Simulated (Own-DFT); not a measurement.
# What a defect does to the pressure of its cell: 2H SiC

Calculated, not measured: single-point runs of Own-DFT, a retired in-house plane-wave DFT program that no person has reviewed, on unrelaxed cells, without spin or spin-orbit coupling.

All runs used: PBE; PseudoDojo norm-conserving scalar-relativistic files; cutoff 42 hartree; 4 x 4 x 3 k mesh centred on Gamma; Fermi-Dirac smearing of 0.1 eV.

Keep in mind (not all hold for every row): a neutral cation vacancy leaves holes that likely carry spin, which these runs leave out; some atoms lie very close together; not probed for a lower state with spin; forces on such cells moved up to 12 meV/angstrom on a denser k mesh; forces on such cells passed a denser k mesh, each cell not checked; stress not checked against mesh or cutoff.

All runs share one cell, with vectors in Å (9.248, 0.000, 0.000); (-4.624, 8.009, 0.000); (0.000, 0.000, 10.068) and a volume of 745.7 Å³. u is the rms random offset of the atoms per axis. The defect's site can differ from row to row.

| cell | formula | u (Å) | P (GPa) |
|---|---|---|---|
| no defect | C36Si36 | 0.0282 | 3.72 |
| no defect | C36Si36 | 0.0310 | 3.85 |
| no defect | C36Si36 | 0.0587 | 6.68 |
| one C vacancy | C35Si36 | 0.0298 | 3.60 |
| one C vacancy | C35Si36 | 0.0302 | 3.82 |
| one C vacancy | C35Si36 | 0.0342 | 3.95 |
| one Si vacancy | C36Si35 | 0.0508 | 4.85 |
| one Si vacancy | C36Si35 | 0.0515 | 4.48 |
| one Si vacancy | C36Si35 | 0.0520 | 5.08 |
| one C on a Si site | C37Si35 | 0.0308 | 1.84 |
| one C on a Si site | C37Si35 | 0.0325 | 2.17 |
| one C on a Si site | C37Si35 | 0.0500 | ? |
| one C on a Si site | C37Si35 | 0.0509 | 3.61 |
| one C on a Si site and one Si on a C site | C36Si36 | 0.0281 | 7.37 |
| one C on a Si site and one Si on a C site | C36Si36 | 0.0302 | 7.70 |
| one C on a Si site and one Si on a C site | C36Si36 | 0.0537 | 9.48 |

## Working it out

P = P0 + c u² + a shift for each defect gives P0 = 2.93 GPa, c = 1055 ± 60 GPa/Å² and a scatter of 0.18 GPa. The shifts, and each times the cell's volume:

- one C on a Si site and one Si on a C site: 3.64 ± 0.15 GPa, 16.9 eV
- one C vacancy: -0.18 ± 0.15 GPa, -0.8 eV (not resolved)
- one Si vacancy: -0.91 ± 0.16 GPa, -4.3 eV
- one C on a Si site: -2.00 ± 0.15 GPa, -9.3 eV

A positive shift means that the defect pushes the cell outwards. Shift times volume (160.2 GPa Å³ is 1 eV) depends little on the cell's size, so, taken for each site, it can be compared between cells at like pressure. The atoms around the defects weren't relaxed, which would change these numbers.

## Test on the hidden row

Q: what pressure belongs in the blank (one C on a Si site, u = 0.0500 Å)?

Estimate: 3.56 ± 0.21 GPa. DFT gave 3.59 GPa.
